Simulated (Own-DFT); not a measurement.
Si₂SnGe₅ (diamond-structure random alloy, strained, atoms displaced) (calculated)

Computed with Own-DFT development build. A calculation, not a measurement: plane-wave density functional theory by an unreviewed code, no spin, of a simulated periodic cell, stress positive in tension, run twice, with PBE and with PBEsol, both on files made for PBE, so the change isn't that of files made for PBEsol, forces on such cells moved up to 12 meV/angstrom on a denser k mesh; the far tail of each file's local potential was reset to the Coulomb form; each entry is a single point on an unrelaxed cell, so the pressure reflects the starting lattice, mostly measured values (interpolated for alloys), from which strain is counted, and rises with the displacements; printed positions are rounded, which can move forces by about a meV/angstrom; the program, named Own-DFT, is a retired in-house code; no spin-orbit coupling; stress was not checked against mesh or cutoff.

Common to all runs: functional PBE, then PBEsol; potential files PseudoDojo norm-conserving, scalar-relativistic, standard set; wave cutoff 49 hartree; occupations Fermi-Dirac; smearing width 0.1 eV; k mesh 3 x 3 x 3 centred on Gamma.

(1) Si₂SnGe₅ (diamond-structure random alloy, strained, atoms displaced)

```xyz
64
Lattice="11.3247 0.0000 0.0000 0.0000 11.3247 0.0000 0.0000 0.0000 11.4103" Properties=species:S:1:pos:R:3 Si2SnGe5
Sn    11.3202    11.3113     0.0993
Ge    11.2854     2.7868     2.8726
Ge     2.8158    11.3030     2.8196
Ge     2.8668     2.9379    11.3825
Ge     1.3420     1.3534     1.3877
Ge     1.4716     4.2843     4.2541
Ge     4.2644     1.4203     4.1760
Ge     4.2460     4.2141     1.4389
Si     0.1059     0.0561     5.6134
Ge    11.2802     2.8716     8.5505
Si     2.8592     0.0432     8.6119
Si     2.8157     2.8266     5.7030
Sn     1.4227     1.3621     7.1157
Si     1.4173     4.2362     9.9881
Ge     4.1875     1.4338     9.9572
Ge     4.2399     4.2615     7.1312
Ge    11.1888     5.6453     0.0208
Ge    11.2932     8.4708     2.9216
Si     2.7999     5.5967     2.7572
Ge     2.8795     8.4405     0.0951
Si     1.5198     7.0457     1.4325
Ge     1.3875     9.9093     4.1976
Sn     4.1953     7.0862     4.3160
Ge     4.2504     9.8685     1.3708
Si     0.0097     5.6277     5.7648
Ge     0.0165     8.5210     8.5170
Si     2.8428     5.6688     8.4908
Ge     2.8457     8.5021     5.7031
Ge     1.4006     7.0434     7.2195
Ge     1.4172     9.8948     9.9686
Ge     4.2357     7.0043     9.9503
Ge     4.2279     9.9381     7.1083
Ge     5.6734    11.2560     0.0534
Sn     5.5798     2.7351     2.7870
Ge     8.4750    11.2640     2.8508
Ge     8.4971     2.8701     0.0138
Ge     7.1752     1.3778     1.4391
Sn     7.1329     4.1322     4.2590
Si     9.8498     1.3761     4.1993
Sn     9.8775     4.2440     1.4159
Ge     5.5589     0.0283     5.6948
Sn     5.6281     2.8122     8.5690
Ge     8.4231     0.0066     8.5866
Ge     8.5843     2.9099     5.6744
Ge     7.0211     1.4219     7.1049
Ge     7.1292     4.2413    10.0190
Ge     9.7758     1.4776    10.0100
Ge     9.8538     4.1722     7.1620
Ge     5.6272     5.6093     0.0093
Ge     5.7945     8.4829     2.8738
Si     8.5362     5.6638     2.8798
Si     8.4484     8.4947    11.3301
Si     7.0818     7.0882     1.5013
Ge     7.0887     9.9504     4.3391
Si     9.9158     6.9664     4.2762
Ge     9.9773     9.8986     1.4180
Ge     5.6375     5.7032     5.6850
Si     5.5918     8.5397     8.6233
Ge     8.4889     5.7069     8.5748
Sn     8.4675     8.5001     5.7106
Si     7.1304     7.1210     7.1544
Si     7.0464     9.9399     9.9608
Ge     9.9190     7.1357     9.9536
Ge     9.9395     9.9820     7.1381
```

```
PBE pressure                                      : 5.86 GPa
PBE stress xx                                     : -5.96 GPa
PBE stress yy                                     : -6.08 GPa
PBE stress zz                                     : -5.54 GPa
PBE stress yz                                     : 0.44 GPa
PBE stress xz                                     : -0.35 GPa
PBE stress xy                                     : -0.61 GPa
PBEsol pressure                                   : 3.17 GPa
PBEsol stress xx                                  : -3.27 GPa
PBEsol stress yy                                  : -3.38 GPa
PBEsol stress zz                                  : -2.85 GPa
PBEsol stress yz                                  : 0.43 GPa
PBEsol stress xz                                  : -0.34 GPa
PBEsol stress xy                                  : -0.59 GPa
rms change of force components from PBE to PBEsol : 0.052 eV/Å
```

Force:
```tsv
force element	PBE force x (eV/Å)	PBE force y (eV/Å)	PBE force z (eV/Å)	PBEsol force x (eV/Å)	PBEsol force y (eV/Å)	PBEsol force z (eV/Å)
Sn	-0.824	0.005	-3.351	-0.799	0.003	-3.235
Ge	1	-0.641	0.87	0.996	-0.596	0.798
Ge	0.127	0.018	-0.372	0.116	0.015	-0.36
Ge	-1.089	-1.059	0.005	-1.008	-1.06	0.037
Ge	2.792	2.947	2	2.704	2.849	1.956
Ge	-0.575	-0.442	0.479	-0.585	-0.462	0.44
Ge	-2.784	-1.65	2.764	-2.674	-1.639	2.657
Ge	-1.178	1.628	-1.02	-1.112	1.536	-1.042
Si	-2.416	-1.21	-1.24	-2.332	-1.22	-1.189
Ge	0.001	-0.009	1.267	-0.049	-0.032	1.196
Si	0.339	-1.547	0.333	0.335	-1.513	0.329
Si	1.219	0.943	-1.101	1.198	0.927	-1.079
Sn	0.206	0.754	0.587	0.17	0.778	0.614
Si	-0.296	1.01	-0.457	-0.32	0.954	-0.417
Ge	-0.386	-1.31	1.805	-0.342	-1.221	1.781
Ge	-1.09	0.773	-1.263	-0.994	0.748	-1.232
Ge	3.146	1.817	-1.71	2.995	1.76	-1.665
Ge	0.251	-1.2	-0.717	0.263	-1.083	-0.701
Si	-0.158	0.131	-0.005	-0.112	0.07	0.04
Ge	-0.585	-0.29	-1.39	-0.523	-0.24	-1.371
Si	-1.551	-0.228	0.198	-1.559	-0.168	0.146
Ge	0.289	0.04	0.995	0.31	0.007	0.924
Sn	0.132	-0.47	-2.117	0.172	-0.424	-2.006
Ge	0.575	-0.026	1.329	0.555	-0.019	1.278
Si	-0.223	0.036	-0.428	-0.184	0.003	-0.377
Ge	-0.16	0.164	0.302	-0.155	0.151	0.3
Si	-0.457	-0.769	0.957	-0.413	-0.721	0.906
Ge	-2.092	1.249	1.352	-2.018	1.216	1.306
Ge	0.113	0.071	-1.082	0.1	0.141	-1.049
Ge	1.211	-0.521	-0.298	1.14	-0.534	-0.265
Ge	-0.11	0.481	0.039	-0.103	0.463	0.108
Ge	-0.206	-0.154	1.111	-0.201	-0.144	1.003
Ge	0.251	0.814	-0.925	0.213	0.812	-0.857
Sn	1.329	0.072	-1.407	1.299	0.065	-1.363
Ge	0.609	0.004	0.152	0.554	-0.012	0.114
Ge	-1.477	-1.221	-0.782	-1.427	-1.193	-0.769
Ge	-0.038	-0.706	-1.221	-0.045	-0.69	-1.18
Sn	-0.595	2.5	0.103	-0.606	2.393	0.145
Si	0.814	-0.021	1.021	0.76	0.011	0.961
Sn	-0.025	-0.225	1.523	0.014	-0.266	1.422
Ge	0.706	0.079	-0.277	0.692	0.076	-0.271
Sn	0.553	0.728	0.172	0.535	0.705	0.163
Ge	0.082	0.048	-0.331	0.111	0.089	-0.352
Ge	0.768	-3.116	1.063	0.711	-2.983	1.064
Ge	1.459	-0.712	-1.257	1.407	-0.697	-1.208
Ge	-0.017	0.825	0.305	-0.014	0.795	0.306
Ge	0.661	-0.192	-0.752	0.629	-0.176	-0.729
Ge	0.774	1.622	0.046	0.725	1.532	0.068
Ge	0.84	0.701	0.366	0.781	0.645	0.328
Ge	-0.51	0.844	-0.544	-0.531	0.861	-0.483
Si	-0.677	1.778	-0.089	-0.678	1.663	-0.096
Si	-0.23	0.116	0.79	-0.156	0.106	0.773
Si	0.82	-0.479	-1.069	0.735	-0.466	-1.045
Ge	-1.409	1.039	-1.061	-1.37	1.001	-1.045
Si	0.753	-0.256	0.053	0.751	-0.173	0.057
Ge	-2.583	-2.372	1.309	-2.473	-2.265	1.306
Ge	1.44	-0.703	2.059	1.362	-0.71	1.976
Si	0.999	-0.347	-0.652	0.908	-0.352	-0.646
Ge	-0.106	-0.067	-0.303	-0.063	-0.102	-0.256
Sn	1.491	-0.559	-0.096	1.451	-0.454	-0.105
Si	-2.356	-0.952	1.433	-2.282	-0.965	1.376
Si	-0.243	-0.832	0.289	-0.235	-0.729	0.281
Ge	-0.217	0.103	0.253	-0.182	0.055	0.21
Ge	0.911	0.946	-0.012	0.856	0.879	0.023
```

(2) Si₂SnGe₅ (diamond-structure random alloy, strained, atoms displaced)

```xyz
64
Lattice="11.3247 0.0000 0.0000 0.0000 11.3247 0.0000 0.0000 0.0000 11.4103" Properties=species:S:1:pos:R:3 Si2SnGe5
Si     0.0984    11.2822    11.3969
Sn     0.0411     2.8457     2.8822
Sn     2.7572     0.0413     2.8256
Ge     2.9055     2.7624     0.0427
Ge     1.4265     1.4177     1.4332
Si     1.4327     4.1641     4.2069
Ge     4.2430     1.4869     4.2937
Sn     4.1967     4.2425     1.3357
Ge     0.0578    11.2954     5.7113
Si     0.0473     2.8325     8.6223
Ge     2.8505    11.2819     8.6105
Ge     2.8362     2.8352     5.7133
Ge     1.5502     1.3675     7.1727
Si     1.4505     4.1433     9.9652
Ge     4.2943     1.3935     9.9668
Sn     4.2698     4.2616     7.1626
Ge    11.3229     5.6784     0.0454
Ge     0.0621     8.4687     2.8538
Ge     2.8634     5.6532     2.8553
Sn     2.8064     8.5467     0.0134
Ge     1.4797     7.0682     1.4487
Si     1.5260     9.9070     4.2655
Ge     4.2710     7.1034     4.1900
Ge     4.2597     9.9020     1.3555
Ge    11.2775     5.6278     5.6847
Si     0.0557     8.4663     8.6037
Si     2.8121     5.6488     8.4945
Ge     2.7849     8.5252     5.7105
Ge     1.3806     7.0151     7.1046
Ge     1.4430     9.8529    10.0495
Si     4.2268     7.0742     9.9195
Si     4.2276     9.8683     7.1762
Si     5.6560    11.3024     0.0317
Ge     5.6889     2.7818     2.8836
Ge     8.5541     0.0108     2.8939
Ge     8.5163     2.8899    11.3117
Ge     7.0809     1.4421     1.4668
Si     7.0510     4.2409     4.2041
Si     9.9221     1.3588     4.2519
Ge     9.8531     4.2521     1.4488
Ge     5.7331    11.2466     5.6897
Ge     5.5968     2.7771     8.5622
Ge     8.4873     0.0865     8.5369
Si     8.5469     2.8973     5.7068
Sn     7.1026     1.5121     7.0881
Si     7.0781     4.2069     9.9409
Sn     9.9253     1.4494    10.0215
Ge     9.8996     4.2925     7.2147
Ge     5.6631     5.6793     0.0405
Ge     5.7861     8.4901     2.9361
Ge     8.5168     5.6636     2.8293
Si     8.4976     8.4858    11.3602
Ge     7.1377     7.0159     1.5049
Ge     7.0188     9.9325     4.2471
Ge     9.8716     7.0963     4.2622
Ge     9.9393     9.9979     1.4620
Ge     5.6820     5.7688     5.6675
Ge     5.6330     8.5522     8.5922
Sn     8.4263     5.7156     8.4962
Ge     8.5003     8.5320     5.6448
Ge     7.0830     7.0662     7.1869
Ge     6.9964     9.9031     9.9719
Ge     9.9367     7.0740     9.9969
Si     9.9081     9.9258     7.1402
```

```
PBE pressure                                      : 5.91 GPa
PBE stress xx                                     : -6.08 GPa
PBE stress yy                                     : -6.22 GPa
PBE stress zz                                     : -5.42 GPa
PBE stress yz                                     : -0.13 GPa
PBE stress xz                                     : -0.51 GPa
PBE stress xy                                     : 0.05 GPa
PBEsol pressure                                   : 3.2 GPa
PBEsol stress xx                                  : -3.38 GPa
PBEsol stress yy                                  : -3.52 GPa
PBEsol stress zz                                  : -2.72 GPa
PBEsol stress yz                                  : -0.11 GPa
PBEsol stress xz                                  : -0.49 GPa
PBEsol stress xy                                  : 0.04 GPa
rms change of force components from PBE to PBEsol : 0.053 eV/Å
```

Force:
```tsv
force element	PBE force x (eV/Å)	PBE force y (eV/Å)	PBE force z (eV/Å)	PBEsol force x (eV/Å)	PBEsol force y (eV/Å)	PBEsol force z (eV/Å)
Si	-0.115	0.032	0.883	-0.104	0.03	0.874
Sn	-1.605	-0.769	-0.744	-1.569	-0.767	-0.827
Sn	2.08	-0.659	0.546	2.061	-0.581	0.479
Ge	-2.138	-1.37	-2.368	-2.048	-1.352	-2.266
Ge	-0.961	0.218	-2.874	-0.886	0.238	-2.758
Si	1.576	2.366	2.365	1.554	2.324	2.321
Ge	0.762	-0.622	0.786	0.737	-0.592	0.753
Sn	1.312	0.101	1.724	1.275	0.096	1.678
Ge	-0.21	-0.16	-0.102	-0.168	-0.129	-0.077
Si	1.004	0.734	-1.591	0.932	0.682	-1.605
Ge	0.456	-0.406	-0.074	0.418	-0.35	-0.044
Ge	-0.837	-0.27	-0.838	-0.765	-0.307	-0.785
Ge	-1.396	0.564	-0.076	-1.321	0.518	-0.101
Si	0.151	1.008	0.258	0.169	0.994	0.334
Ge	-0.153	-0.773	0.898	-0.183	-0.714	0.838
Sn	0.028	0.703	-0.887	0.067	0.625	-0.906
Ge	0.522	-0.791	-0.426	0.474	-0.742	-0.384
Ge	-0.143	0.548	0.351	-0.162	0.502	0.312
Ge	-1.168	0.276	1.068	-1.101	0.306	0.994
Sn	1.503	-2.233	-0.19	1.426	-2.124	-0.145
Ge	-1.28	-0.974	0.807	-1.254	-0.939	0.787
Si	-2.109	-1.079	1.138	-2.073	-1.064	1.121
Ge	-0.419	0.345	0.967	-0.391	0.329	0.941
Ge	2.275	0.675	1.555	2.157	0.631	1.53
Ge	0.4	-0.409	-0.528	0.357	-0.361	-0.471
Si	-0.701	0.372	-0.707	-0.653	0.33	-0.661
Si	-0.996	0.837	1.994	-0.983	0.821	1.885
Ge	0.733	-0.354	0.147	0.713	-0.403	0.144
Ge	0.029	0.501	0.375	0.022	0.487	0.296
Ge	-2.176	1.772	-2.318	-2.042	1.72	-2.24
Si	0.33	-0.858	-0.314	0.366	-0.802	-0.274
Si	0.132	0.336	-0.618	0.131	0.324	-0.603
Si	0.363	0.436	-0.15	0.349	0.426	-0.153
Ge	0.177	0.459	0.253	0.138	0.404	0.216
Ge	-0.739	0.239	-0.158	-0.747	0.192	-0.195
Ge	-1.848	1.078	1.967	-1.748	1.017	1.946
Ge	0.431	-0.521	-0.89	0.434	-0.478	-0.823
Si	0.757	0.282	0.966	0.707	0.307	0.911
Si	-0.489	0.124	1.895	-0.452	0.081	1.828
Ge	-0.082	0.543	-1.088	-0.079	0.544	-1.061
Ge	-2.114	0.203	0.244	-2.015	0.224	0.197
Ge	0.914	0.544	1.889	0.856	0.497	1.802
Ge	0.15	-2.532	0.059	0.112	-2.42	0.083
Si	0.887	0.811	-1.795	0.876	0.808	-1.694
Sn	-0.123	-0.419	-0.589	-0.168	-0.462	-0.512
Si	-1.308	-0.195	0.878	-1.284	-0.197	0.864
Sn	1.333	-1.284	-0.099	1.202	-1.243	-0.093
Ge	1.617	-1.967	-1.396	1.562	-1.84	-1.363
Ge	1.237	1.013	-2.107	1.197	0.971	-1.981
Ge	-1.169	-0.245	-1.785	-1.132	-0.246	-1.714
Ge	-0.257	-0.68	0.971	-0.228	-0.625	0.901
Si	-0.039	0.317	0.712	-0.039	0.306	0.694
Ge	-0.144	1.19	-1.274	-0.16	1.119	-1.195
Ge	1.585	0.179	0.276	1.532	0.162	0.272
Ge	0.559	-0.1	-0.045	0.538	-0.1	-0.048
Ge	0.283	-1.094	-0.962	0.269	-1.061	-0.868
Ge	0.766	-0.423	-0.784	0.72	-0.382	-0.732
Ge	-0.538	-0.983	-0.562	-0.45	-0.945	-0.531
Sn	0.9	-1.116	2.336	0.921	-1.052	2.222
Ge	-0.164	0.159	1.018	-0.19	0.12	0.947
Ge	-1.994	2.995	-2.585	-1.941	2.902	-2.519
Ge	1.144	0.617	0.712	1.096	0.585	0.622
Ge	0.577	1.06	0.564	0.563	0.968	0.555
Si	0.442	-0.356	0.322	0.402	-0.313	0.284
```

(3) Si₂SnGe₅ (diamond-structure random alloy, strained, atoms displaced)

```xyz
64
Lattice="11.3247 0.0000 0.0000 0.0000 11.3247 0.0000 0.0000 0.0000 11.4103" Properties=species:S:1:pos:R:3 Si2SnGe5
Ge    11.2895     0.0465     0.0529
Ge     0.0820     2.9243     2.8261
Ge     2.9049    11.2823     2.9077
Si     2.8282     2.8367     0.0097
Ge     1.5296     1.4437     1.4315
Sn     1.4129     4.2480     4.2546
Ge     4.2364     1.4718     4.2863
Ge     4.2656     4.2033     1.3340
Si     0.1109     0.0041     5.6340
Sn    11.2788     2.9168     8.5770
Ge     2.8615     0.0359     8.6350
Ge     2.7659     2.7406     5.6951
Ge     1.4347     1.3929     7.1309
Ge     1.3508     4.2277     9.9857
Si     4.3088     1.4213    10.0103
Sn     4.2415     4.2539     7.2087
Ge    11.2867     5.6743     0.0049
Si    11.2085     8.5219     2.8246
Ge     2.7787     5.6547     2.8828
Ge     2.8621     8.5331     0.0814
Si     1.4329     7.1691     1.5167
Ge     1.4229     9.9024     4.3331
Ge     4.2098     7.0566     4.2483
Si     4.1269     9.9256     1.4091
Sn    11.2920     5.7269     5.7626
Sn     0.0317     8.5091     8.5379
Si     2.8785     5.6922     8.5130
Ge     2.8904     8.5621     5.7449
Sn     1.4122     7.1647     7.1478
Si     1.4130     9.8505     9.9953
Ge     4.3021     7.1818     9.8180
Si     4.2558     9.9549     7.1643
Si     5.6073     0.0098     0.0020
Ge     5.7181     2.8894     2.9191
Ge     8.5397    11.2926     2.7916
Si     8.4615     2.7585     0.0199
Ge     6.9989     1.4147     1.3972
Ge     7.0191     4.3094     4.3174
Ge     9.9909     1.5414     4.3655
Ge     9.9865     4.2578     1.4526
Ge     5.7323     0.0839     5.7569
Ge     5.6721     2.8957     8.5709
Si     8.5237     0.1045     8.5284
Sn     8.4786     2.8964     5.7784
Ge     7.0484     1.4373     7.1562
Ge     7.0550     4.1830     9.9774
Ge     9.9597     1.3698     9.9698
Ge     9.9090     4.2088     7.1380
Si     5.7306     5.7105     0.0437
Ge     5.6366     8.4401     2.9094
Ge     8.5228     5.6207     2.7694
Ge     8.4521     8.5190     0.0031
Si     7.0616     7.0517     1.4744
Ge     7.1178     9.8476     4.2231
Ge     9.9072     7.0111     4.2989
Ge     9.8974     9.7717     1.3448
Ge     5.7360     5.7073     5.7062
Si     5.6931     8.5439     8.4748
Ge     8.4673     5.6505     8.5617
Ge     8.5545     8.5369     5.6965
Si     6.9795     7.0372     7.0536
Ge     7.0883     9.9661     9.9375
Sn     9.8671     7.0226     9.9258
Ge     9.8722     9.8347     7.0826
```

```
PBE pressure                                      : 6.22 GPa
PBE stress xx                                     : -6.44 GPa
PBE stress yy                                     : -6.3 GPa
PBE stress zz                                     : -5.93 GPa
PBE stress yz                                     : -0.8 GPa
PBE stress xz                                     : -1.13 GPa
PBE stress xy                                     : -0.63 GPa
PBEsol pressure                                   : 3.51 GPa
PBEsol stress xx                                  : -3.73 GPa
PBEsol stress yy                                  : -3.6 GPa
PBEsol stress zz                                  : -3.21 GPa
PBEsol stress yz                                  : -0.79 GPa
PBEsol stress xz                                  : -1.08 GPa
PBEsol stress xy                                  : -0.6 GPa
rms change of force components from PBE to PBEsol : 0.052 eV/Å
```

Force:
```tsv
force element	PBE force x (eV/Å)	PBE force y (eV/Å)	PBE force z (eV/Å)	PBEsol force x (eV/Å)	PBEsol force y (eV/Å)	PBEsol force z (eV/Å)
Ge	1.121	-1.016	-0.267	1.062	-0.964	-0.251
Ge	-1.454	-2.384	-1.334	-1.413	-2.296	-1.286
Ge	-0.496	0.238	-0.182	-0.516	0.274	-0.137
Si	0.396	-0.265	-1.07	0.35	-0.226	-1.009
Ge	-0.54	-0.275	0.245	-0.568	-0.293	0.277
Sn	0.835	-0.329	1.041	0.81	-0.329	1
Ge	0.719	-0.471	0.097	0.691	-0.455	0.099
Ge	0.124	0.833	0.559	0.13	0.802	0.611
Si	-1.178	0.211	0.959	-1.144	0.212	0.942
Sn	0.654	-1.861	-0.43	0.637	-1.802	-0.415
Ge	0.024	-0.588	0.064	-0.01	-0.54	0.022
Ge	0.795	-0.303	0.405	0.771	-0.303	0.391
Ge	-0.083	-1.044	-0.112	-0.043	-0.974	-0.093
Ge	2.679	1.835	1.579	2.524	1.781	1.524
Si	-0.436	0.452	0.317	-0.431	0.456	0.229
Sn	-0.318	-0.111	-2.048	-0.245	-0.163	-2.033
Ge	1.774	-0.118	1.333	1.683	-0.155	1.267
Si	1.295	-0.703	0.748	1.223	-0.656	0.764
Ge	1.6	1.259	-2.162	1.581	1.201	-2.048
Ge	-0.712	-0.704	-1.15	-0.68	-0.706	-1.15
Si	-0.685	-0.381	-0.301	-0.63	-0.411	-0.33
Ge	-0.325	-0.335	-1.074	-0.241	-0.329	-1.041
Ge	0.095	0.048	0.724	0.1	0.05	0.7
Si	2.009	0.298	0.356	1.922	0.26	0.379
Sn	-1.111	-1.4	-0.268	-1.094	-1.365	-0.267
Sn	-1.467	3.195	1.812	-1.484	3.062	1.709
Si	-1.13	0.539	2.476	-1.108	0.54	2.431
Ge	1.117	0.546	-0.894	1.036	0.496	-0.905
Sn	4.147	-1.394	-0.785	3.997	-1.325	-0.81
Si	0.97	1.966	1.599	0.956	1.93	1.573
Ge	-0.019	-0.771	1.518	-0.043	-0.733	1.498
Si	0.526	0.37	-0.008	0.469	0.402	-0.046
Si	-0.372	-0.42	0.007	-0.285	-0.419	0.022
Ge	-0.849	-0.341	-0.772	-0.829	-0.331	-0.745
Ge	0.135	0.471	0.329	0.111	0.438	0.315
Si	0.514	0.44	-0.238	0.5	0.432	-0.234
Ge	0.541	-0.26	0.221	0.528	-0.245	0.276
Ge	0.627	0.619	-1.227	0.598	0.594	-1.187
Ge	0.827	-1.797	-1.673	0.785	-1.704	-1.646
Ge	-0.948	-0.865	-0.986	-0.885	-0.802	-0.924
Ge	-0.932	-1.341	-0.793	-0.88	-1.256	-0.782
Ge	0.571	-2.25	1.367	0.594	-2.144	1.297
Si	-0.111	-1.029	-0.132	-0.108	-1.007	-0.127
Sn	-0.926	-0.615	-1.056	-0.892	-0.591	-1.019
Ge	-0.105	-0.51	1.485	-0.137	-0.459	1.398
Ge	0.718	0.778	1.239	0.69	0.749	1.123
Ge	-1.738	-0.299	1.107	-1.625	-0.285	1.082
Ge	-1.034	2.498	0.878	-1.007	2.428	0.857
Si	-0.496	-0.053	-0.886	-0.527	-0.101	-0.912
Ge	-0.207	0.465	-1.234	-0.204	0.449	-1.123
Ge	-0.645	0.472	0.712	-0.58	0.429	0.729
Ge	-1.469	-0.542	0.133	-1.375	-0.486	0.106
Si	0.093	0.329	-0.379	0.143	0.363	-0.319
Ge	-0.133	0.919	0.508	-0.115	0.883	0.494
Ge	-1.423	1.841	-2.007	-1.407	1.762	-1.913
Ge	0.269	1.476	0.616	0.21	1.47	0.553
Ge	-1.253	0.328	-0.766	-1.25	0.268	-0.798
Si	0.221	0.177	-0.523	0.22	0.171	-0.432
Ge	-2.033	-1.295	-1.86	-1.934	-1.291	-1.777
Ge	-1.471	-1.508	-0.42	-1.39	-1.435	-0.429
Si	1.64	1.413	1.192	1.639	1.336	1.128
Ge	-0.202	0.335	-0.065	-0.16	0.294	-0.03
Sn	-0.809	0.244	1.745	-0.786	0.223	1.699
Ge	0.074	2.983	-0.268	0.067	2.825	-0.278
```
